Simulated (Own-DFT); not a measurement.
# Stretching a layer in its plane: grey tin, 32 atoms (Sn32)

No measurement is shown. These are fixed-geometry runs of a retired plane-wave code named Own-DFT, which no person has reviewed; spin and spin-orbit coupling are neglected.

All runs used: PBE; PseudoDojo norm-conserving scalar-relativistic files; cutoff 42 hartree; 3 x 3 x 5 k mesh centred on Gamma; cold (Marzari-Vanderbilt) smearing of 0.2 eV.

Known weak points: forces on such cells failed a check on a denser k mesh; stress not checked against mesh or cutoff.

Unstrained cell vectors in Å: (12.978, 0.000, 0.000); (0.000, 12.978, 0.000); (0.000, 0.000, 6.489). The unstrained cell has measured lattice constants (interpolated for alloys), not those of this functional. That, the random moves and any unrelaxed bonds set the pressure at no strain. Each run strains x and y alike by e, as a substrate would, and holds the height along z. All atoms carry random offsets, Gaussian with a width of 0.05 Å per axis. Stress is positive in tension.

```
e (%)  u (Å)  (s_xx + s_yy)/2 (GPa)  s_zz (GPa)
-3.00  0.039                  -7.46       -6.58
-3.00  0.048                  -7.53       -6.56
-2.25  0.051                  -6.45       -5.77
-2.25  0.046                  -6.40       -5.69
-1.75  0.049                  -5.71       -5.25
-1.75  0.049                  -5.80       -5.21
-0.75  0.044                      ?           ?
-0.25  0.051                  -3.95       -3.94
-0.25  0.054                  -3.94       -3.87
 0.50  0.050                  -3.05       -3.30
 0.50  0.044                  -2.94       -3.08
 1.50  0.051                  -2.05       -2.47
 1.50  0.046                  -2.02       -2.39
 2.00  0.048                  -1.57       -2.06
 2.00  0.050                  -1.51       -2.00
```

## Analysis

With e as a fraction, the in-plane stress is -3.6 + 114 e - 521 e² GPa (errors 1 and 58, scatter 0.05), and s_zz is -3.6 + 87 e - 338 e² GPa (slope ± 1, scatter 0.07). At e = 0 the first slope is C11 + C12 and the second 2 C12, both with the ions held to the strained lattice and at the cell's own pressure. The term in e² is negative: the layer stiffens under compression and softens under tension. A free layer would change its height as e changes, and the in-plane slope would drop by 2 C12²/C11 to the biaxial modulus. At fixed height, a misfit of 1 % moves the in-plane stress by about 1.1 GPa and s_zz by 0.9 GPa.

## Prediction

Q: what are the two stresses at e = -0.75 %?

The fit gives -4.5 and -4.3 GPa. The calculation gave -4.45 and -4.29 GPa.
